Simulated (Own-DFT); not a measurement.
# Computed records: In3GaP4 (zincblende random alloy, atoms displaced)

A calculation, not a measurement: plane-wave PBE density functional theory by an unreviewed code, no spin, of a simulated periodic cell, stress positive in tension, free energy of the whole cell less one offset for each atom, forces on such cells passed a denser k mesh, this cell's mesh not checked; offsets are fitted by least squares, one for each functional and potential file, so energies compare only between cells with the same atoms and settings and are not formation energies; the far tail of each file's local potential was reset to the Coulomb form; each entry is a single point on an unrelaxed cell, so the pressure reflects the starting lattice, mostly measured values, from which strain is counted, and rises with the displacements; printed positions are rounded, which can move forces by about a meV/angstrom; the program is a retired in-house code; no spin-orbit coupling. Program: Own-DFT development build.

Settings shared by all entries: functional PBE; potential files PseudoDojo norm-conserving, scalar-relativistic, standard set; wave cutoff 42 hartree; occupations Fermi-Dirac; smearing width 0.1 eV; k mesh 3 x 3 x 3 centred on Gamma.

(1) In3GaP4 (zincblende random alloy, atoms displaced)

```
In3GaP4
1.0
     11.5283     0.0000     0.0000
      0.0000    11.5283     0.0000
      0.0000     0.0000    11.5283
In Ga In P In Ga In P In Ga In P In Ga In P In P In Ga P Ga In P In Ga In P
2 1 1 4 1 2 1 4 1 1 2 4 2 1 1 4 4 4 3 1 4 1 3 4 2 1 1 4
Direct
  0.00954 0.99446 0.00056
  0.99736 0.24419 0.25437
  0.25015 0.99942 0.25390
  0.25486 0.25158 0.01069
  0.11971 0.12586 0.13251
  0.11572 0.37399 0.36989
  0.36510 0.12327 0.38349
  0.37790 0.37945 0.13257
  0.01105 0.00442 0.49591
  0.99077 0.25301 0.73636
  0.24581 0.00209 0.73829
  0.25505 0.25284 0.48992
  0.12798 0.13487 0.64143
  0.12778 0.37657 0.87744
  0.37469 0.11806 0.88443
  0.36507 0.36939 0.62682
  0.00507 0.50171 0.00640
  0.99951 0.74717 0.25235
  0.25082 0.48593 0.24599
  0.24993 0.75238 0.00088
  0.11755 0.61582 0.12677
  0.11235 0.88537 0.37994
  0.38020 0.63200 0.36979
  0.36952 0.86878 0.12639
  0.00378 0.49558 0.50431
  0.00104 0.75847 0.74522
  0.25483 0.50512 0.75387
  0.25744 0.74894 0.49974
  0.13417 0.63898 0.62010
  0.13138 0.88788 0.87823
  0.36307 0.61619 0.87091
  0.36488 0.86435 0.60728
  0.50430 0.00599 0.00016
  0.49141 0.25475 0.25455
  0.75451 0.98777 0.23749
  0.74802 0.23835 0.00539
  0.63721 0.13797 0.13105
  0.62648 0.37400 0.37012
  0.87546 0.12418 0.37001
  0.87967 0.37047 0.13177
  0.49159 0.00801 0.48790
  0.49895 0.24962 0.72716
  0.74367 0.00759 0.75229
  0.75544 0.24092 0.48708
  0.62905 0.12822 0.62784
  0.63897 0.38023 0.88097
  0.87081 0.12327 0.87107
  0.87313 0.38158 0.63729
  0.48963 0.49686 0.99925
  0.50029 0.75519 0.24680
  0.74740 0.49122 0.24674
  0.76175 0.74474 0.99879
  0.62438 0.63726 0.13311
  0.61771 0.87565 0.37435
  0.88092 0.63872 0.37751
  0.87424 0.87813 0.11886
  0.49218 0.50217 0.50805
  0.50285 0.74934 0.73499
  0.75813 0.49535 0.75450
  0.74938 0.73998 0.50288
  0.62788 0.61188 0.60953
  0.63634 0.87108 0.87806
  0.88873 0.62321 0.87466
  0.88566 0.87387 0.63991
```

- free energy of cell above offsets: -24.942 eV
- pressure: 5.32 GPa
- stress xx: -5.55 GPa
- stress yy: -5.37 GPa
- stress zz: -5.02 GPa
- stress yz: -0.7 GPa
- stress xz: 0.42 GPa
- stress xy: 0.98 GPa

Force:
```
element  x (eV/Å)  y (eV/Å)  z (eV/Å)
     In    -1.155     1.443     0.157
     In    -0.016     0.427    -0.374
     Ga     -0.73    -0.308    -0.251
     In    -0.618    -0.277     -0.74
      P     1.612     -0.82     0.105
      P     0.924    -0.113     0.707
      P    -0.232    -0.306    -3.127
      P     1.137     -0.18    -2.061
     In    -1.944     1.722     2.699
     Ga     0.418    -0.155     1.884
     Ga     0.688    -0.413     1.097
     In    -2.225     0.754     1.201
      P    -0.165    -0.034    -1.074
      P    -0.002    -0.292     -1.35
      P    -0.681     0.655    -2.297
      P    -0.584     1.983     0.213
     In    -1.065    -1.612    -1.051
     Ga     0.148     0.562     -0.29
     In    -0.911     2.184     1.328
     In    -0.901    -0.827    -0.297
      P     1.212     2.486     1.709
      P     2.685    -2.609    -3.072
      P    -0.789    -1.422    -0.019
      P     0.063     2.081      0.65
     In    -0.172     1.206     0.286
     In     2.115    -1.557      2.03
     Ga    -1.532     -0.89    -0.752
     In    -2.226    -1.179    -3.316
      P    -0.521    -2.389     1.471
      P      1.11     -1.04    -1.899
      P     1.789      0.39     0.564
      P     2.243     3.986     3.297
     In     0.796    -0.926     0.838
     In     0.844    -1.074     0.315
     In     -1.28     1.082     1.725
     In     1.959     2.085    -1.689
      P    -2.727    -2.126     1.663
      P    -0.133    -0.705     2.075
      P    -1.033    -0.723     1.236
      P     -0.29      0.13    -1.079
     In     1.581    -1.203     1.842
     In     0.072     0.291         3
     In     0.692    -1.288    -0.135
     Ga    -0.578     0.733     0.672
      P     0.454    -0.188    -2.719
      P     -1.55      0.54    -0.559
      P     1.796     0.934     0.113
      P    -0.368    -1.145     -1.39
     Ga     1.113      0.59    -0.239
     In    -0.302     0.258     0.374
     In     0.611     1.515     -0.03
     In    -0.531    -0.586    -0.103
      P     0.228    -2.012     -1.77
      P     1.224     0.361     0.375
      P     0.437    -1.463    -1.066
      P     2.086     -1.71     0.252
     In     -0.76    -1.264    -1.543
     In     0.164     -0.22     0.911
     Ga    -0.558     0.915     0.635
     In     0.475      2.12     0.031
      P     1.062     0.049     3.037
      P    -1.426    -0.107    -0.401
      P    -1.012    -0.511    -0.963
      P    -2.717     2.196    -2.837
```

(2) In3GaP4 (zincblende random alloy, atoms displaced)

```
In3GaP4
1.0
     11.5283     0.0000     0.0000
      0.0000    11.5283     0.0000
      0.0000     0.0000    11.5283
In Ga In P In Ga P In Ga P In Ga In P In P In Ga In P Ga In P In P
1 2 1 4 3 1 4 3 1 4 1 1 2 4 4 4 2 1 1 4 2 2 4 4 4
Direct
  0.00143 0.00095 0.98721
  0.01541 0.24377 0.25118
  0.24139 0.99730 0.25792
  0.25729 0.24478 0.00154
  0.12152 0.12106 0.10949
  0.12079 0.37838 0.37422
  0.37958 0.12813 0.38505
  0.38279 0.37358 0.12506
  0.00321 0.00046 0.49790
  0.00298 0.25307 0.75309
  0.26353 0.00356 0.74613
  0.24863 0.24874 0.49557
  0.12634 0.11102 0.62005
  0.12023 0.37491 0.87628
  0.37625 0.13281 0.88424
  0.36645 0.37586 0.62130
  0.00753 0.49809 0.99931
  0.99221 0.75164 0.25973
  0.25941 0.49420 0.25121
  0.24402 0.75322 0.99872
  0.13273 0.62559 0.12908
  0.13759 0.87954 0.37172
  0.37464 0.62336 0.37923
  0.37589 0.88790 0.11422
  0.01000 0.49452 0.50107
  0.99742 0.74703 0.75479
  0.25157 0.50159 0.75651
  0.25024 0.76082 0.50389
  0.12305 0.62515 0.61527
  0.12277 0.87446 0.87591
  0.39091 0.61846 0.88069
  0.38762 0.86744 0.62656
  0.50631 0.99163 0.01121
  0.50620 0.23640 0.24710
  0.74177 0.99369 0.24671
  0.74375 0.24429 0.99632
  0.63287 0.12852 0.12375
  0.60995 0.38441 0.35768
  0.87391 0.12580 0.37942
  0.86802 0.36980 0.11511
  0.50751 0.00520 0.50050
  0.50353 0.25090 0.75337
  0.73982 0.99676 0.74439
  0.75253 0.23837 0.50020
  0.62695 0.12082 0.63643
  0.61930 0.37435 0.87902
  0.86542 0.12470 0.88083
  0.86682 0.37600 0.62262
  0.49674 0.48953 0.99570
  0.49224 0.73574 0.24973
  0.74583 0.49669 0.25295
  0.75535 0.74321 0.98913
  0.62340 0.63288 0.12545
  0.62982 0.86374 0.36514
  0.87815 0.63087 0.36207
  0.87899 0.87174 0.13247
  0.50343 0.50327 0.51467
  0.49470 0.74835 0.75302
  0.74356 0.49767 0.75065
  0.75769 0.76407 0.50334
  0.62727 0.62735 0.63427
  0.62920 0.87508 0.87811
  0.86128 0.62805 0.87624
  0.86323 0.87028 0.62216
```

- free energy of cell above offsets: -26.210 eV
- pressure: 5.01 GPa
- stress xx: -5.05 GPa
- stress yy: -5.06 GPa
- stress zz: -4.92 GPa
- stress yz: -0.65 GPa
- stress xz: 0.64 GPa
- stress xy: -0.34 GPa

Force:
```
element  x (eV/Å)  y (eV/Å)  z (eV/Å)
     In    -1.424    -0.648     1.021
     Ga    -1.236     0.124    -0.566
     Ga     1.372     1.161     -1.55
     In    -1.106      1.65     0.689
      P     0.614     0.332      2.95
      P     1.265    -2.365    -0.856
      P    -1.825    -0.152    -0.905
      P     0.275    -0.101    -0.617
     In    -0.966    -0.965    -0.369
     In    -0.846    -0.941     -0.83
     In    -0.132    -0.438     0.586
     Ga    -0.241     0.098     0.322
      P     0.931     2.325     0.524
      P     1.433    -0.289    -0.057
      P     1.369    -1.759    -1.252
      P    -0.122    -1.156    -0.078
     In     -1.21     0.893     0.724
     In      2.69     1.051    -1.562
     In    -0.263     0.342    -0.117
     Ga     0.641    -0.293     0.333
      P     0.007     0.759    -0.521
      P    -1.267     -0.14    -0.089
      P     0.442     0.752    -0.035
      P    -2.775    -2.818     2.941
     In    -2.303     0.631    -0.096
     Ga      -0.3    -0.058    -0.379
     In     -0.19      0.34    -0.207
     In     0.447    -0.838     -0.21
      P     0.102     1.165     2.128
      P     0.901    -1.474    -1.325
      P    -1.804     0.213     1.049
      P    -0.716     1.404    -0.573
     In     1.326     1.861    -1.771
     In    -0.891     0.648     0.192
     In     1.269     0.496     0.065
     In     0.263     1.164    -0.102
      P    -0.638    -1.258     0.179
      P     0.273    -1.001     2.462
      P     1.199    -0.433    -2.044
      P      1.35     0.113     1.459
     In     0.402    -1.275    -0.232
     In    -1.112     0.205    -0.462
     Ga     0.902    -0.377     1.009
     In    -1.301      1.55     0.022
      P     0.328     0.061    -0.359
      P    -0.029     0.703     0.377
      P     0.235    -1.042    -2.446
      P     0.794    -0.145     0.098
     Ga     0.635     0.673     1.042
     Ga     0.134     0.818    -0.377
     In     0.861     0.655    -1.289
     In    -1.466     2.203     2.891
      P     -1.09    -0.947    -0.418
      P    -2.128    -0.149     0.355
      P    -1.459    -2.217     2.959
      P    -0.274     0.713    -1.706
     In     -0.08    -0.228     -1.02
     In     1.363     -0.15     0.834
     In     0.355    -0.265     0.327
     In    -1.966    -3.252    -2.254
      P     0.262     0.753    -0.997
      P     0.038     0.647    -1.168
      P     3.637    -1.886    -2.181
      P     3.043     2.555     3.482
```

(3) In3GaP4 (zincblende random alloy, atoms displaced)

```
In3GaP4
1.0
     11.5283     0.0000     0.0000
      0.0000    11.5283     0.0000
      0.0000     0.0000    11.5283
In P Ga In Ga P In P In P In Ga In P Ga In Ga In P In Ga In P In Ga P
4 4 1 2 1 4 4 4 4 4 1 2 1 4 1 1 1 1 4 2 1 1 4 3 1 4
Direct
  0.99746 0.99345 0.99010
  0.00546 0.25083 0.25123
  0.24067 0.00371 0.25027
  0.23741 0.25162 0.00616
  0.11395 0.12448 0.12262
  0.12912 0.36551 0.37063
  0.39026 0.11256 0.37199
  0.38246 0.37254 0.12835
  0.99762 0.99579 0.49666
  0.99408 0.23906 0.74441
  0.24724 0.00775 0.76119
  0.24446 0.24865 0.49405
  0.13383 0.12667 0.61849
  0.12108 0.36327 0.87892
  0.38000 0.12354 0.86527
  0.37025 0.37329 0.62256
  0.01421 0.51297 0.01123
  0.01191 0.75639 0.25469
  0.26660 0.49591 0.24449
  0.23945 0.75506 0.00121
  0.12578 0.61394 0.13092
  0.13177 0.87838 0.37536
  0.38896 0.62879 0.38043
  0.38433 0.87389 0.11563
  0.00952 0.51283 0.49583
  0.99865 0.74593 0.75209
  0.25194 0.50229 0.74245
  0.25675 0.74498 0.50694
  0.13580 0.63698 0.62254
  0.12556 0.87415 0.87379
  0.38159 0.62396 0.87401
  0.37348 0.87159 0.62884
  0.48822 0.98997 0.00845
  0.50075 0.25502 0.24394
  0.74514 0.98532 0.25947
  0.75671 0.24150 0.98870
  0.62988 0.12115 0.11114
  0.61549 0.35900 0.37873
  0.87291 0.12939 0.37486
  0.87177 0.36387 0.12900
  0.49192 0.99416 0.49583
  0.50095 0.25105 0.74821
  0.74074 0.99969 0.75808
  0.73930 0.25054 0.51415
  0.62428 0.12166 0.61074
  0.61582 0.36732 0.87672
  0.87147 0.11853 0.86783
  0.88453 0.39079 0.61533
  0.49159 0.49761 0.00409
  0.49770 0.75193 0.23866
  0.74737 0.51391 0.25336
  0.74305 0.73998 0.00312
  0.63232 0.62902 0.12660
  0.62296 0.87169 0.38200
  0.88064 0.61557 0.37778
  0.87269 0.87192 0.11793
  0.50156 0.49889 0.49149
  0.49536 0.75000 0.74844
  0.75043 0.49363 0.74295
  0.75165 0.74197 0.50746
  0.63531 0.61857 0.62438
  0.62340 0.87452 0.86164
  0.87474 0.62596 0.88467
  0.87760 0.87791 0.62746
```

- free energy of cell above offsets: -26.301 eV
- pressure: 4.93 GPa
- stress xx: -4.96 GPa
- stress yy: -4.89 GPa
- stress zz: -4.95 GPa
- stress yz: 1.35 GPa
- stress xz: -0.13 GPa
- stress xy: -0.77 GPa

Force:
```
element  x (eV/Å)  y (eV/Å)  z (eV/Å)
     In    -0.419      0.36     0.717
     In     -1.32    -0.416     0.085
     In     1.359     0.344    -0.641
     In     1.833    -0.738    -0.187
      P     0.435    -0.851    -0.244
      P      1.22      1.16     1.006
      P    -1.008     1.718    -0.251
      P    -0.099    -1.745    -0.164
     Ga    -0.082     0.693     0.004
     In     0.376     0.993     -0.72
     In     -0.04    -0.606    -1.409
     Ga     1.068    -0.204     0.126
      P    -0.835    -0.594     -0.92
      P    -0.567      1.82     -1.13
      P    -0.118     0.504     2.178
      P    -0.132    -0.605    -1.193
     In    -2.903    -3.132    -2.276
     In    -1.394    -0.521     -0.54
     In    -0.711     0.571      1.73
     In     1.072    -1.106     0.314
      P     2.338      2.56     1.963
      P    -0.532    -0.117     1.687
      P    -1.394     0.419    -1.358
      P    -3.893     -1.83     2.386
     In     1.475    -1.154     0.294
     In    -0.401     0.178    -0.106
     In    -0.319    -0.678     1.093
     In     0.863     1.405    -1.849
      P    -1.758    -1.415     1.145
      P    -0.254    -0.073    -0.564
      P    -1.347     0.177     0.423
      P     0.261     1.771    -0.624
     In     2.924     3.006    -3.247
     Ga     0.767    -1.428     0.149
     Ga     0.508     1.103    -0.619
     In     -0.51     1.029     0.758
      P    -0.616    -0.416      2.23
      P     0.612     1.218    -1.816
      P    -0.185    -1.616     0.425
      P    -0.401     2.072    -0.074
     Ga     0.742    -0.445     0.673
     In    -0.097    -0.527    -1.239
     Ga     0.346     0.156     -1.37
     In     2.481     1.133    -1.462
      P    -1.542    -2.529     2.395
      P     1.248     1.031     0.157
      P    -0.236    -1.072    -0.944
      P    -0.266    -1.823     0.606
     In     1.456      0.42    -0.355
     In     0.786    -0.042     1.303
     Ga     0.303    -1.749     0.065
     In     0.767     2.083    -1.537
      P     -1.27    -2.175       1.2
      P     0.428    -0.215     0.303
      P    -1.919     1.992    -1.176
      P    -0.347     0.263     1.465
     In     0.576    -0.813     1.336
     In     1.061      -0.6    -0.636
     In     0.346    -0.234     1.739
     Ga     0.399      0.52    -0.329
      P    -1.063     1.212    -0.802
      P     0.434     0.269     1.322
      P     0.349    -0.974    -0.913
      P    -0.854     0.261    -0.579
```

(4) In3GaP4 (zincblende random alloy, atoms displaced)

```
In3GaP4
1.0
     11.5283     0.0000     0.0000
      0.0000    11.5283     0.0000
      0.0000     0.0000    11.5283
Ga In P In Ga P Ga In Ga P In Ga In P In P In P In P In Ga P
1 3 4 3 1 4 2 1 1 4 1 2 1 4 4 4 4 4 4 4 3 1 4
Direct
  0.99845 0.99931 0.99218
  0.99385 0.24869 0.24337
  0.24377 0.00107 0.25075
  0.25572 0.24770 0.98554
  0.13453 0.12745 0.13613
  0.12573 0.38283 0.36990
  0.37272 0.12976 0.38009
  0.38113 0.37290 0.11933
  0.00396 0.00138 0.50347
  0.98340 0.25215 0.74308
  0.25051 0.00027 0.74589
  0.25605 0.25201 0.49667
  0.12280 0.13535 0.63063
  0.12310 0.36611 0.88814
  0.37511 0.12415 0.87160
  0.37428 0.38752 0.63322
  0.00513 0.50579 0.99888
  0.99918 0.75645 0.26185
  0.24325 0.49549 0.25611
  0.25351 0.74488 0.00048
  0.12775 0.61826 0.11676
  0.11792 0.87596 0.36627
  0.37315 0.62700 0.37339
  0.38369 0.87073 0.13225
  0.99696 0.50098 0.49960
  0.00022 0.75548 0.74938
  0.25449 0.49673 0.74933
  0.24441 0.74349 0.49436
  0.13398 0.61835 0.61909
  0.12469 0.88334 0.87630
  0.37586 0.64139 0.88141
  0.37654 0.87743 0.62932
  0.50011 0.00111 0.00002
  0.49445 0.24902 0.25003
  0.75881 0.00641 0.23559
  0.74125 0.24731 0.99941
  0.61484 0.12096 0.12952
  0.63623 0.37247 0.36402
  0.87852 0.13093 0.38405
  0.87080 0.36629 0.11870
  0.49856 0.00239 0.49112
  0.49591 0.25222 0.74961
  0.75697 0.99970 0.73651
  0.75028 0.26385 0.50235
  0.63926 0.11658 0.62494
  0.62068 0.37103 0.86482
  0.87830 0.13329 0.86655
  0.88064 0.36148 0.62912
  0.50076 0.49424 0.99976
  0.49764 0.74288 0.25560
  0.76500 0.50514 0.24690
  0.76140 0.75364 0.99969
  0.62339 0.62292 0.10997
  0.62759 0.87763 0.36903
  0.87541 0.63097 0.37071
  0.87706 0.86502 0.11506
  0.50577 0.49969 0.51008
  0.50813 0.75791 0.74537
  0.75584 0.50005 0.74941
  0.75407 0.75058 0.50310
  0.63100 0.62276 0.62373
  0.61248 0.86174 0.87397
  0.87061 0.62668 0.87607
  0.87741 0.86247 0.61647
```

* free energy of cell above offsets: -26.449 eV
* pressure: 4.98 GPa
* stress xx: -5.01 GPa
* stress yy: -4.99 GPa
* stress zz: -4.92 GPa
* stress yz: 0.37 GPa
* stress xz: -0.88 GPa
* stress xy: 0.04 GPa

Force:
```
element  x (eV/Å)  y (eV/Å)  z (eV/Å)
     Ga     0.217     0.453     0.513
     In     0.674     0.025     0.723
     In     1.568    -0.893     0.184
     In     0.114    -0.348     2.128
      P    -1.453     0.268    -2.607
      P    -0.896    -2.542     1.781
      P    -0.945     0.371     0.093
      P    -1.313    -0.102     0.658
     In     0.035      0.09    -0.039
     In     3.988    -0.988     2.413
     In    -0.358     0.355     0.114
     Ga    -0.776     0.657     0.546
      P     1.192    -0.009    -1.201
      P    -1.245     2.348    -2.085
      P     0.563    -0.735    -0.332
      P    -0.925    -1.387    -0.849
     Ga    -0.499    -0.656    -0.228
     Ga     -0.14    -0.741    -1.592
     In     1.794     1.019    -1.846
     Ga    -0.452     0.863     0.526
      P    -0.624     1.391     0.425
      P     0.079    -0.553     0.821
      P     0.187    -1.348     0.612
      P    -1.755     0.196    -1.004
     In     0.068    -0.131     0.156
     Ga     0.412    -0.648      0.16
     Ga    -0.761     0.888     1.316
     In     0.512     1.369     0.121
      P    -1.031    -0.052      2.27
      P    -0.472    -1.377     0.417
      P     -0.53    -1.591    -1.024
      P    -0.325    -0.314    -1.598
     In    -0.382    -0.777    -0.413
     In     0.244     0.435     0.273
     In     0.324    -0.462     1.117
     In    -0.333    -0.324     -0.41
      P     0.787     0.455    -0.488
      P    -1.138      0.88     0.482
      P    -0.446    -0.437    -0.749
      P     0.942     1.589    -0.718
     In     0.664    -0.411     1.009
     In     0.299     -1.11    -0.999
     In     0.509    -1.653     2.045
     In    -0.569     -1.45    -0.318
      P    -2.327     1.895    -1.308
      P     0.785     0.721     0.738
      P    -0.857    -2.409     2.182
      P    -1.879     4.239    -2.312
     In    -0.172     0.551    -1.067
     In     1.413    -0.012    -0.683
     In    -1.295     -0.14    -1.156
     In    -2.554    -0.887    -1.004
      P     0.923     0.423     1.594
      P     1.048     -0.72     0.567
      P     0.328      1.26         1
      P     2.555       2.1     1.793
     In    -0.135    -0.177    -1.826
     In    -1.507    -1.913    -1.292
     In    -0.094    -0.514    -0.029
     Ga     -0.82    -0.189    -0.912
      P     0.886     1.271    -0.296
      P     2.946     2.559     1.527
      P     2.483    -0.425    -0.551
      P      0.47    -0.245     0.629
```
